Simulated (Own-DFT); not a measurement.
# A layer strained by its substrate: diamond-structure SiGeSn with randomly placed atoms, 64 atoms (Ge44Si16Sn4)

Calculated, not measured: single-point runs of Own-DFT, a retired in-house plane-wave DFT program that no person has reviewed, on unrelaxed cells, without spin or spin-orbit coupling.

Common settings: PBE; PseudoDojo norm-conserving scalar-relativistic files; cutoff 49 hartree; 3 x 3 x 3 k mesh centred on Gamma; Fermi-Dirac smearing of 0.1 eV.

Caveats: forces on such cells moved up to 12 meV/angstrom on a denser k mesh; stress not checked against mesh or cutoff.

Unstrained cell vectors in Å: (11.306, 0.000, 0.000); (0.000, 11.306, 0.000); (0.000, 0.000, 11.306). The unstrained cell has measured lattice constants (interpolated for alloys), not those of this functional. That, the random moves and any unrelaxed bonds set the pressure at no strain. Each run strains x and y alike by e, as a substrate would, and holds the height along z. Random moves of width 0.05 Å per axis were added to every atom. The random placing of the alloy's atoms differs from row to row. Stress is positive in tension.

| e (%) | u (Å) | (s_xx + s_yy)/2 (GPa) | s_zz (GPa) |
|---|---|---|---|
| -3.00 | 0.052 | -10.60 | -8.38 |
| -2.75 | 0.047 | -9.72 | -7.57 |
| -2.50 | 0.049 | -9.63 | -7.57 |
| -2.25 | 0.051 | -9.35 | -7.40 |
| -2.00 | 0.049 | -8.04 | -6.62 |
| -1.75 | 0.046 | -8.00 | -6.33 |
| -1.00 | 0.051 | -6.31 | -5.79 |
| 1.75 | 0.051 | -1.25 | -2.38 |
| 2.00 | 0.051 | ? | ? |
| 3.00 | 0.048 | 0.66 | -1.15 |

## Fit

With e as a fraction, the in-plane stress is -4.4 + 188 e - 602 e² GPa (errors 5 and 341, scatter 0.27), and s_zz is -4.4 + 117 e - 335 e² GPa (slope ± 4, scatter 0.22). At e = 0 the first slope is C11 + C12 and the second 2 C12, both with the ions held to the strained lattice and at the cell's own pressure. A free layer would change its height as e changes, and the in-plane slope would drop by 2 C12²/C11 to the biaxial modulus. At fixed height, a misfit of 1 % moves the in-plane stress by about 1.9 GPa and s_zz by 1.2 GPa.

## Withheld run

Q: what are the two stresses at e = 2.00 %?

Estimate: -0.9 and -2.2 GPa. The hidden result is -0.97 and -2.29 GPa.
